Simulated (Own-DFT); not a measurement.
# Strain and stress in 4H SiC, 72 atoms (C36Si36)

All numbers below are calculated, not measured. They come from Own-DFT, an in-house plane-wave density functional program, since retired, whose code no person has reviewed. Each row is one single-point run on a periodic cell that was not relaxed, without spin or spin-orbit coupling.

Settings of every run: PBE; PseudoDojo norm-conserving scalar-relativistic files; cutoff 42 hartree; 4 x 4 x 3 k mesh centred on Gamma; Fermi-Dirac smearing of 0.1 eV.

Known limits: forces on such cells passed a denser k mesh, each cell not checked; stress not checked against mesh or cutoff.

Unstrained cell vectors in Å: (9.248, 0.000, 0.000); (-4.624, 8.009, 0.000); (0.000, 0.000, 10.068). The unstrained cell has measured lattice constants (interpolated for alloys), not those of this functional. That, the random moves and any unrelaxed bonds set the pressure at no strain. Each run strains this cell uniformly, with the atoms carried along. Every atom was also moved at random, by a Gaussian of width 0.05 Å on each axis. Strain is the symmetric tensor, in per cent. Stress is positive in tension, and the pressure is minus a third of its trace.

| run | e_xx (%) | e_yy (%) | e_zz (%) | e_yz (%) | e_xz (%) | e_xy (%) | s_xx (GPa) | s_yy (GPa) | s_zz (GPa) | s_yz (GPa) | s_xz (GPa) | s_xy (GPa) | P (GPa) | E (meV/atom) |
|---|---|---|---|---|---|---|---|---|---|---|---|---|---|---|
| 1 | -0.62 | 0.91 | -1.90 | -0.09 | -0.22 | -1.02 | -8.27 | 0.38 | -21.02 | 0.65 | -0.69 | -5.06 | 9.64 | 32.6 |
| 2 | -1.27 | 0.92 | 0.01 | -1.19 | 1.25 | -1.02 | -13.27 | -2.14 | -5.69 | -3.61 | 6.18 | -4.08 | 7.03 | 43.6 |
| 3 | -1.87 | 0.29 | -1.10 | -0.55 | -0.28 | 0.62 | -16.22 | -7.68 | -12.20 | -3.15 | -0.33 | 3.44 | 12.03 | 35.2 |
| 4 | 1.97 | -1.06 | -1.37 | 0.98 | -1.57 | -1.79 | 2.98 | -8.14 | -16.58 | 3.01 | -5.68 | -9.08 | 7.25 | 40.2 |
| 5 | -0.46 | -1.32 | -1.62 | -1.61 | -1.92 | -0.91 | -9.08 | -14.94 | -17.98 | -5.32 | -5.77 | -4.21 | 14.00 | 51.3 |
| 6 | -0.42 | -1.33 | -0.87 | -0.83 | 0.03 | -0.01 | -8.90 | -15.15 | -11.70 | -2.78 | 0.53 | 0.42 | 11.92 | 30.9 |
| 7 | 0.62 | 1.59 | -1.96 | -1.07 | 0.79 | -0.76 | -0.84 | 4.11 | -16.65 | -3.20 | 2.43 | -2.10 | 4.46 | 11.1 |
| 8 | -0.71 | 0.78 | 0.28 | -1.69 | 1.93 | -0.23 | -9.11 | -1.05 | -4.48 | -5.91 | 6.03 | 0.29 | 4.88 | 33.6 |
| 9 | 0.19 | 0.48 | -1.60 | 1.16 | -1.80 | -1.52 | -3.25 | -3.15 | -17.81 | 3.67 | -6.52 | -6.96 | 8.07 | 35.1 |
| 10 | 1.06 | -1.21 | -1.15 | 0.53 | 1.15 | -1.14 | 1.12 | -11.59 | -14.95 | 2.34 | 4.63 | -5.00 | 8.47 | 15.2 |
| 11 | -0.91 | 1.83 | 0.76 | 0.34 | -1.47 | 1.16 | -8.65 | 5.05 | -1.28 | 1.39 | -4.88 | 5.80 | 1.63 | 8.5 |
| 12 | 1.76 | -0.58 | -0.18 | -0.56 | -0.32 | -0.36 | 4.56 | -6.88 | -6.40 | -2.09 | -0.53 | -1.76 | 2.91 | 0.0 |
| 13 | 0.66 | -0.14 | -1.07 | 0.31 | -0.76 | -0.14 | -1.24 | -4.92 | -13.70 | 0.12 | -2.78 | -0.01 | 6.62 | 13.8 |
| 14 | 0.39 | 0.05 | 0.31 | 1.61 | 0.81 | 0.51 | -2.71 | -5.07 | -2.97 | 5.37 | 2.76 | 3.13 | 3.58 | 10.2 |
| 15 | -0.38 | -0.51 | -1.62 | -0.68 | 0.24 | 0.97 | -8.68 | -13.61 | -15.69 | -1.12 | -0.03 | 5.90 | 12.66 | 70.1 |
| 16 | 1.78 | 0.40 | -1.65 | -1.20 | -1.88 | -1.17 | 4.59 | -1.68 | -16.41 | -4.15 | -6.24 | -5.24 | 4.50 | 30.6 |
| 17 | -0.81 | 0.62 | -0.51 | -1.65 | 1.01 | -0.76 | ? | ? | ? | ? | ? | ? | ? | ? |

E is the free energy for each atom above the lowest run shown.

## Worked fit

Each stress component was fitted by least squares to a constant and the strains of the runs shown, as fractions, with shears doubled. Shear strains stay in the fit of a normal stress only where such slopes are resolved. The slopes, in GPa:

```
stress  at no strain  per e_xx  per e_yy  per e_zz  scatter
  s_xx          -5.4  575 ± 22   76 ± 25   15 ± 28     0.91
  s_yy          -5.6  175 ± 33  638 ± 38   49 ± 42     1.36
  s_zz          -6.0    8 ± 32   31 ± 37  678 ± 41     1.32
```

Each shear stress against twice its own strain: yz 168 ± 10, xz 169 ± 8, xy 252 ± 7 GPa. These are stiffnesses along x, y and z of the frame in which the cell vectors are given, which need not be the crystal's axes. The atoms are held to the strained lattice; where symmetry lets them move under strain, relaxing them would lower some slopes. The table should be nearly symmetric about its diagonal, and what it lacks of that shows the noise. A ninth of its sum, 249 ± 7 GPa, estimates the bulk modulus near the mean pressure of these runs, 7.5 GPa, so it lies above the value at zero pressure.

## Withheld run

Question: what normal stresses and pressure should run 17 give?

The fit gives s_xx = -9.6, s_yy = -3.3, s_zz = -9.3 and P = 7.4 GPa. The calculation gave -7.73, -3.33, -8.97 and P = 6.68 GPa.
